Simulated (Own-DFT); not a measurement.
Simulation results for SiC (4H silicon carbide, strained, atoms displaced)

All values are calculated (Own-DFT development build). A calculation, not a measurement: plane-wave PBE density functional theory by an unreviewed code, no spin, of a simulated periodic cell, stress positive in tension, free energy of the whole cell less one offset for each atom, forces on such cells passed a denser k mesh, this cell's mesh not checked; offsets are fitted by least squares, one for each functional and potential file, so energies compare only between cells with the same atoms and settings and are not formation energies; the far tail of each file's local potential was reset to the Coulomb form; each entry is a single point on an unrelaxed cell, so the pressure reflects the starting lattice, mostly measured values (interpolated for alloys), from which strain is counted, and rises with the displacements; printed positions are rounded, which can move forces by about a meV/angstrom; the program, named Own-DFT, is a retired in-house code; no spin-orbit coupling.

Common to all runs: functional PBE; potential files PseudoDojo norm-conserving, scalar-relativistic, standard set; wave cutoff 42 hartree; occupations Fermi-Dirac; smearing width 0.1 eV; hardware one NVIDIA H100; k mesh 5 x 5 x 3 centred on Gamma.

(1) SiC (4H silicon carbide, strained, atoms displaced)

```
cell vectors (Å)
   6.2796     0.0078     0.0288
  -3.1330     5.3633    -0.0432
   0.0470    -0.0543    10.0499
atoms (fractions of the cell vectors)
Si  0.00508  0.00565  0.40193
Si  0.17659  0.31959  0.14837
C   0.00763  0.00067  0.09097
C   0.15568  0.32603  0.34078
Si  0.01087  0.51076  0.40829
Si  0.18994  0.85198  0.14969
C   0.00162  0.49846  0.09355
C   0.16613  0.82804  0.33938
Si  0.50257  0.00000  0.40943
Si  0.67534  0.34063  0.16005
C   0.50050  0.99660  0.09305
C   0.67281  0.34142  0.34256
Si  0.49693  0.49861  0.40506
Si  0.67100  0.81902  0.15302
C   0.50685  0.49362  0.09694
C   0.67450  0.83823  0.33563
Si  0.99847  0.98924  0.91102
Si  0.82114  0.65615  0.65476
C   0.01191  0.99222  0.59095
C   0.84334  0.66133  0.84297
Si  0.99706  0.50780  0.90877
Si  0.83550  0.17243  0.65742
C   0.00736  0.50359  0.59568
C   0.82635  0.16028  0.84512
Si  0.49806  0.00074  0.91123
Si  0.32072  0.65895  0.65316
C   0.50466  0.00528  0.59751
C   0.33150  0.64673  0.84897
Si  0.49435  0.49546  0.90127
Si  0.33460  0.15516  0.66275
C   0.50144  0.49342  0.59247
C   0.34529  0.16035  0.85471
```

```
free energy of cell above offsets : -3.541 eV
pressure                          : -0.17 GPa
stress xx                         : 4.42 GPa
stress yy                         : 1.03 GPa
stress zz                         : -4.94 GPa
stress yz                         : -1.31 GPa
stress xz                         : 0.72 GPa
stress xy                         : 0.74 GPa
wall time                         : 117.9 s
```

Force:
```
element  x (eV/Å)  y (eV/Å)  z (eV/Å)
     Si     0.296    -1.228     0.422
     Si    -2.142     2.281     1.393
      C    -0.102    -1.421     0.526
      C     1.192     1.218     0.014
     Si    -0.733    -1.247    -1.174
     Si    -1.274    -2.975     1.402
      C     0.669     0.529     0.142
      C     0.476     1.626     0.465
     Si    -0.093     0.455     -1.37
     Si     0.942    -0.841    -0.811
      C     1.968     0.963     0.451
      C      0.04    -0.582     1.509
     Si     0.247     0.041    -0.713
     Si    -1.011     1.621     0.041
      C    -0.246    -0.115     -1.47
      C    -0.462    -0.506      2.17
     Si    -0.401     1.109    -2.061
     Si     1.249      1.34    -0.041
      C    -1.681     0.348     0.642
      C    -2.272     0.488    -0.232
     Si     1.893    -2.224     0.096
     Si     1.185    -1.209     0.071
      C    -1.382    -0.735    -0.647
      C     0.779     0.283     0.422
     Si     2.042     -1.31    -0.769
     Si     2.365     0.906     1.496
      C     0.572    -1.071    -0.466
      C    -1.887     1.916    -1.211
     Si     2.027    -0.218     1.517
     Si    -0.712      0.72    -0.494
      C     -1.21    -0.187     0.457
      C    -2.334     0.023     -1.78
```

(2) SiC (4H silicon carbide, strained, atoms displaced)

```
cell vectors (Å)
   6.2103     0.0062     0.0883
  -3.0998     5.3112    -0.0501
   0.1442    -0.0112     9.9844
atoms (fractions of the cell vectors)
Si  0.99612  0.00171  0.40765
Si  0.17869  0.33987  0.16232
C   0.00276  0.98969  0.09296
C   0.16993  0.34325  0.34271
Si  0.99862  0.49855  0.41130
Si  0.16613  0.82404  0.15641
C   0.00531  0.50089  0.09613
C   0.15268  0.83636  0.35118
Si  0.50568  0.00654  0.39910
Si  0.66743  0.33305  0.16260
C   0.48613  0.99576  0.09040
C   0.67355  0.34209  0.34643
Si  0.51472  0.52420  0.40328
Si  0.66156  0.83180  0.16360
C   0.51206  0.51571  0.09251
C   0.66555  0.82930  0.34653
Si  0.98794  0.99280  0.91138
Si  0.83311  0.65558  0.65212
C   0.99896  0.00715  0.59677
C   0.83517  0.66970  0.84582
Si  0.01786  0.50921  0.90330
Si  0.81093  0.14846  0.65433
C   0.02124  0.50509  0.58857
C   0.82205  0.15747  0.84205
Si  0.48549  0.97680  0.90879
Si  0.32723  0.65575  0.65473
C   0.49085  0.00070  0.59623
C   0.33246  0.67300  0.84133
Si  0.51638  0.51038  0.90377
Si  0.32400  0.16776  0.65478
C   0.50515  0.50185  0.59524
C   0.32504  0.14441  0.83933
```

```
free energy of cell above offsets : -2.796 eV
pressure                          : 6.32 GPa
stress xx                         : -1.46 GPa
stress yy                         : -6.57 GPa
stress zz                         : -10.94 GPa
stress yz                         : -1.01 GPa
stress xz                         : 4.93 GPa
stress xy                         : -0.46 GPa
wall time                         : 128.9 s
```

Force:
```
element  x (eV/Å)  y (eV/Å)  z (eV/Å)
     Si     0.126     1.261     0.523
     Si    -0.534    -0.835    -2.463
      C    -1.081     1.124     1.746
      C      0.74    -0.342     1.402
     Si     0.334     0.914    -1.783
     Si    -1.461     0.667     0.906
      C     0.206    -1.274    -0.477
      C     2.358    -0.336    -1.462
     Si    -1.812    -0.615     2.182
     Si     0.073     0.518    -2.355
      C     1.757     0.481     2.253
      C    -0.244    -0.263     0.229
     Si    -0.683    -4.405     1.737
     Si     0.751     1.202    -2.289
      C    -0.004    -1.715      0.68
      C    -0.305      3.14    -0.551
     Si     0.791     1.344    -1.618
     Si     0.308     1.524     0.991
      C    -0.317    -1.432    -1.086
      C     1.363    -0.679    -1.126
     Si    -2.553    -2.248     0.898
     Si     0.985     1.551     0.774
      C    -2.685    -1.934     1.727
      C     0.389     0.642     1.027
     Si    -0.091     3.893    -1.091
     Si     0.955         2     0.185
      C     0.303    -0.674    -1.782
      C     1.962    -2.472    -0.436
     Si    -1.497     -2.47      0.07
     Si     0.684    -0.441      0.42
      C    -0.093    -0.022    -0.838
      C    -0.724     1.895     1.605
```

(3) SiC (4H silicon carbide, strained, atoms displaced)

```
cell vectors (Å)
   6.1686     0.0627     0.1110
  -3.0300     5.3744    -0.1138
   0.1812    -0.1100    10.1409
atoms (fractions of the cell vectors)
Si  0.99214  0.98996  0.39598
Si  0.16806  0.33302  0.15943
C   0.01155  0.01373  0.08304
C   0.15582  0.32408  0.34260
Si  0.99593  0.48767  0.41092
Si  0.16466  0.83643  0.15648
C   0.99704  0.50434  0.08784
C   0.16658  0.83358  0.34053
Si  0.49419  0.99051  0.41159
Si  0.66869  0.32667  0.16257
C   0.49637  0.00162  0.10033
C   0.67014  0.32337  0.34328
Si  0.49036  0.49987  0.40750
Si  0.67401  0.84940  0.14719
C   0.48519  0.51791  0.10000
C   0.66716  0.83962  0.33555
Si  0.99309  0.00487  0.89942
Si  0.83273  0.66467  0.66080
C   0.01231  0.00842  0.59585
C   0.84111  0.66079  0.84729
Si  0.99912  0.49887  0.91325
Si  0.83188  0.16096  0.65939
C   0.98112  0.48882  0.60305
C   0.82757  0.16267  0.84294
Si  0.50620  0.99439  0.90426
Si  0.31045  0.65443  0.65405
C   0.50152  0.00483  0.59624
C   0.32692  0.65614  0.84239
Si  0.49898  0.49262  0.90182
Si  0.32504  0.16027  0.66216
C   0.50600  0.50963  0.59625
C   0.33989  0.16409  0.84369
```

```
free energy of cell above offsets : -3.219 eV
pressure                          : 0.26 GPa
stress xx                         : -2.8 GPa
stress yy                         : 3.64 GPa
stress zz                         : -1.61 GPa
stress yz                         : -3.84 GPa
stress xz                         : 5.37 GPa
stress xy                         : 4.19 GPa
wall time                         : 117.7 s
```

Force:
```
element  x (eV/Å)  y (eV/Å)  z (eV/Å)
     Si    -0.316     0.672     2.003
     Si     -1.12      0.89    -1.259
      C    -0.509    -0.793     1.503
      C     1.127      0.09     0.697
     Si    -1.476     0.859    -0.368
     Si     0.082    -0.427    -0.956
      C      0.13    -0.601     2.911
      C     0.551    -1.257     1.017
     Si    -0.208     1.205    -1.069
     Si    -1.269     1.573    -1.326
      C      0.02     0.454    -2.045
      C     -0.98     0.459     1.532
     Si     1.479    -0.061    -0.689
     Si     0.203    -0.927     1.079
      C     2.841    -1.176    -1.455
      C     0.393    -1.239     1.113
     Si     1.973    -0.703     0.563
     Si    -1.217     1.059    -0.084
      C    -0.975    -1.556    -0.851
      C    -1.527      0.72    -0.263
     Si     0.411    -0.118    -1.986
     Si    -0.597    -0.244    -0.534
      C      1.49    -0.053    -2.036
      C     0.309     0.647     0.343
     Si     -1.64    -0.535     0.841
     Si     1.496     1.319     0.899
      C    -0.056    -1.442    -0.068
      C     0.165     0.442     0.183
     Si    -0.338     0.714     1.445
     Si     1.037     1.545    -1.179
      C    -0.768    -1.043     -0.37
      C     -0.71    -0.475     0.409
```
